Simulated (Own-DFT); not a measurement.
# Energy and forces against displacement in grey tin, 64 atoms (Sn64)

Calculated results; nothing here was measured. They come from Own-DFT, an in-house plane-wave density functional program, since retired, whose code no person has reviewed. Each row is one single-point run on a periodic cell that was not relaxed, without spin or spin-orbit coupling.

Settings of every run: PBE; PseudoDojo norm-conserving scalar-relativistic files; cutoff 42 hartree; 3 x 3 x 3 k mesh centred on Gamma; cold (Marzari-Vanderbilt) smearing of 0.2 eV.

Known limits: forces on such cells moved up to 12 meV/angstrom on a denser k mesh; stress not checked against mesh or cutoff.

Cell vectors in Å: (12.978, 0.000, 0.000); (0.000, 12.978, 0.000); (0.000, 0.000, 12.978). In each run every atom was moved at random and independently from its ideal site; u is the rms move along one axis. E is the free energy for each atom above the fitted value at u = 0, and F the rms of the force components.

```
run,u (Å),E (meV/atom),F (eV/Å),largest force (eV/Å),P (GPa)
1,0.0202,5.3,0.208,0.70,3.37
2,0.0207,5.8,0.220,0.94,3.38
3,0.0495,35.9,0.584,1.97,3.66
4,0.0503,34.8,0.564,1.77,3.65
5,0.0519,?,?,?,?
6,0.1005,122.7,1.056,3.38,4.44
7,0.1007,143.6,1.208,4.61,4.68
8,0.1475,276.7,1.940,10.83,5.86
```

## Worked fit

For small independent moves the energy grows as E = (3/2) K u², with K the mean stiffness felt by one atom. The runs with u up to 0.11 Å give K = 9.0 ± 0.4 eV/Å², with residuals divided by u² + 0.0006 Å², since the noise grows with the moves. The scatter is 2.6 meV/atom at u = 0.05 Å. The forces follow F = G u with G = 11.1 eV/Å²; no force at u = 0 is resolved. G exceeds K because the moves of its neighbours add to the force on an atom, and stiffness differs between atoms. At u = 0.147 Å the parabola gives 295 meV/atom and the run 277. The pressure follows P = 3.34 + 121 u² GPa: at fixed volume, shortened bonds push harder than stretched ones pull.

## Withheld run

Question: what energy and rms force should run 5 give?

The fit gives 37 ± 3 meV/atom and about 0.58 eV/Å. The calculation gave 36.1 meV/atom and 0.561 eV/Å.
